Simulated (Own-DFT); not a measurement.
# Hybrid less PBE against volume: corundum Al2O3, 78 atoms (Al32O46), with two O vacancies

Calculated, not measured. Each geometry was run twice at fixed positions with Own-DFT, a retired in-house plane-wave program that no person has reviewed: with PBE, and with HSE06 (exact exchange share 0.25 at short range, screening 0.11 per bohr, Gygi-Baldereschi treatment of its divergence). Both used PseudoDojo norm-conserving files made for PBE, a cutoff of 48 hartree, the Gamma point alone, fixed occupations, a neutral cell and no spin. The unstrained cell is 7.9 Å across at its thinnest, so Gamma alone is coarse and defects feel their images. The oxygen file's force components were 24 meV/Å off all-electron values in a glass.

Unstrained cell vectors in Å: (5.494, 0.000, 8.660); (-2.747, 4.758, 8.660); (-2.747, -4.758, 8.660), volume V0 = 679.1 Å³, from measured lattice constants. Each geometry has its own random strain of a few per cent, its own defect sites and random moves of rms u per axis. HSE06 gave the energy alone. D is its energy less that of PBE, over the lowest D shown. The PBE stress wasn't checked against mesh or cutoff.

| run | V - V0 (Å³) | u (Å) | P with PBE (GPa) | D (eV) |
|---|---|---|---|---|
| 1 | -16.7 | 0.0300 | 14.12 | 0.000 |
| 2 | -4.3 | 0.0296 | 9.37 | 0.468 |
| 3 | 13.6 | 0.0291 | 2.29 | 1.168 |
| 4 | -1.1 | 0.0461 | 9.63 | 0.687 |
| 5 | 11.2 | 0.0490 | 5.24 | 1.155 |
| 6 | -7.4 | 0.0504 | 12.80 | 0.528 |
| 7 | -3.6 | 0.0475 | 9.87 | 0.677 |
| 8 | -16.3 | 0.0299 | 13.03 | 0.019 |
| 9 | -14.5 | 0.0300 | 13.43 | 0.108 |
| 10 | 2.7 | 0.0515 | 8.43 | 0.936 |
| 11 | -12.2 | 0.0485 | 13.66 | 0.284 |
| 12 | -3.0 | 0.0500 | 9.79 | 0.659 |
| 13 | 9.5 | 0.0288 | 4.14 | ? |

## What the rows give

D = 0.56 + 0.0378 (V - V0) + 90 u² eV, with an error of 0.0009 on the volume slope, 12 on the last term and a scatter of 0.03 eV. Pressure is -dE/dV, and 1 eV/Å³ is 160.2 GPa, so HSE06 changes the pressure by -6.1 ± 0.1 GPa. With the ions held to the strained lattice, the PBE pressure falls by 255 ± 10 GPa per unit of volume strain; the shape of the strain isn't fitted, so the true error is larger, and a relaxed crystal would be softer. On that slope HSE06's volume at a given pressure is about 2.4 % smaller, or 0.8 % in lengths. At u = 0 and V0 the PBE pressure is 6.6 GPa, which puts the zero-pressure volume, against the measured cell and with the defects in, at +2.6 % for PBE and +0.2 % for HSE06, each good to a few tenths of a per cent.

## Check

The question: what D should run 13 give?

From the fit: 1.00 eV, with rows scattering by 0.03. The run itself gave 1.019 eV.
